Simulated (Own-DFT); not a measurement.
# Response to strain: wurtzite GaN, 72 atoms (Ga36N36)

Calculated, not measured: single-point runs of Own-DFT, a retired in-house plane-wave DFT program that no person has reviewed, on unrelaxed cells, without spin or spin-orbit coupling.

All runs used: PBE; PseudoDojo norm-conserving scalar-relativistic files; cutoff 42 hartree; 4 x 4 x 3 k mesh centred on Gamma; Fermi-Dirac smearing of 0.1 eV.

Caveats: forces not confirmed at this smearing and k mesh; stress not checked against mesh or cutoff.

Unstrained cell vectors in Å: (9.567, 0.000, 0.000); (-4.783, 8.285, 0.000); (0.000, 0.000, 10.370). The unstrained cell has measured lattice constants (interpolated for alloys), not those of this functional. That, the random moves and any unrelaxed bonds set the pressure at no strain. In each run the cell takes a homogeneous strain; fractional positions stay. Each coordinate of each atom was shifted by a normal deviate of width 0.05 Å. Strains are tensor components in per cent; tension counts as positive stress, and P is minus the mean normal stress.

```
run  e_xx (%)  e_yy (%)  e_zz (%)  e_yz (%)  e_xz (%)  e_xy (%)  s_xx (GPa)  s_yy (GPa)  s_zz (GPa)  s_yz (GPa)  s_xz (GPa)  s_xy (GPa)  P (GPa)  E (meV/atom)
  1      0.79     -0.64     -0.68     -0.50     -0.91     -0.76       -6.10       -8.93      -12.69       -1.68       -0.63       -3.25     9.24          23.6
  2      0.18     -0.16     -0.40      0.24     -0.47     -0.01       -7.17       -9.39       -8.64        0.69       -1.31       -1.24     8.40           4.4
  3      0.42      0.06     -1.63      2.00     -0.92      1.97       -6.84       -9.19      -16.43        4.39       -2.74        7.44    10.82          29.9
  4     -1.46     -1.63     -0.38     -0.69     -1.71     -1.68      -16.05      -18.21      -13.90       -1.88       -4.24       -6.73    16.05          52.4
  5      0.69      1.13     -1.96      1.92     -0.04     -1.56       -5.66       -3.96      -14.81        4.31        0.55       -3.46     8.14          11.6
  6     -1.08     -0.49      1.32      1.74     -0.78      1.41      -12.12      -10.83       -2.63        3.16       -1.56        3.23     8.52          15.3
  7      0.33      0.54     -1.14     -1.27      1.67     -0.29       -6.90       -6.38      -10.99       -2.02        3.72       -0.87     8.09           8.0
  8     -0.79     -0.63      0.43      0.61      0.57      1.51      -11.15       -9.59       -7.16        1.43        1.28        4.58     9.30           0.0
  9      1.88      0.97      1.74      0.82     -0.82      0.69       -0.36       -1.32        2.92        1.82       -1.48        2.51    -0.41           5.6
 10     -0.61      1.77      1.31     -1.00     -1.42     -1.39       -7.31       -0.71       -2.35       -1.95       -3.52       -4.43     3.46          11.2
 11      1.05     -0.86      1.63      1.38     -0.82     -1.85       -4.92       -9.75       -0.60        3.37       -0.23       -7.40     5.09          21.4
 12     -0.18      1.79     -0.18      0.73     -0.31      1.76       -6.36       -1.77       -7.11        1.03        0.08        5.04     5.08           8.4
 13      1.14     -0.36     -1.95     -0.19      1.89     -0.56       -4.69       -8.76      -16.73       -1.12        3.96       -1.36    10.06          15.1
 14      1.35      1.17     -1.49      1.43     -1.41     -1.07       -1.60       -2.78      -13.32        3.23       -2.91       -2.58     5.90          12.7
 15      0.96     -1.71     -0.97      0.38      0.07     -1.17           ?           ?           ?           ?           ?           ?        ?             ?
```

The last column gives the free energy per atom over the lowest of the runs shown.

## Worked fit

Each stress component was fitted by least squares to a constant and the strains of the runs shown, as fractions, with shears doubled. Shear strains stay in the fit of a normal stress only where such slopes are resolved. The slopes, in GPa:

```
stress,at no strain,per e_xx,per e_yy,per e_zz,scatter
s_xx,-8.1,353 ± 16,126 ± 15,27 ± 12,0.55
s_yy,-8.2,130 ± 29,399 ± 26,60 ± 20,0.95
s_zz,-8.2,92 ± 35,107 ± 32,466 ± 24,1.15
```

The slope of each shear stress on twice its own strain, from a fit on all six strains: yz 111 ± 8, xz 115 ± 12, xy 159 ± 9 GPa. These are stiffnesses along x, y and z of the frame in which the cell vectors are given, with the crystal's c axis along z: C11, C12, C13 and C33. Hexagonal symmetry asks that xx and yy behave alike, which is a second check on the noise. No internal relaxation is included, and where it is allowed it would reduce some of the slopes. Slopes across the diagonal should nearly agree, so their difference gauges the noise. A ninth of the table's sum, 196 ± 8 GPa, estimates the bulk modulus near the mean pressure of these runs, 7.7 GPa, so it lies above the value at zero pressure.

## Withheld run

Q: what normal stresses and pressure should run 15 give?

Estimate: s_xx = -7.1, s_yy = -14.4, s_zz = -13.7 and P = 11.7 GPa. The calculation gave -5.10, -13.84, -15.14 and P = 11.36 GPa. This run lies off the fit, by chance or by something that the fit leaves out.
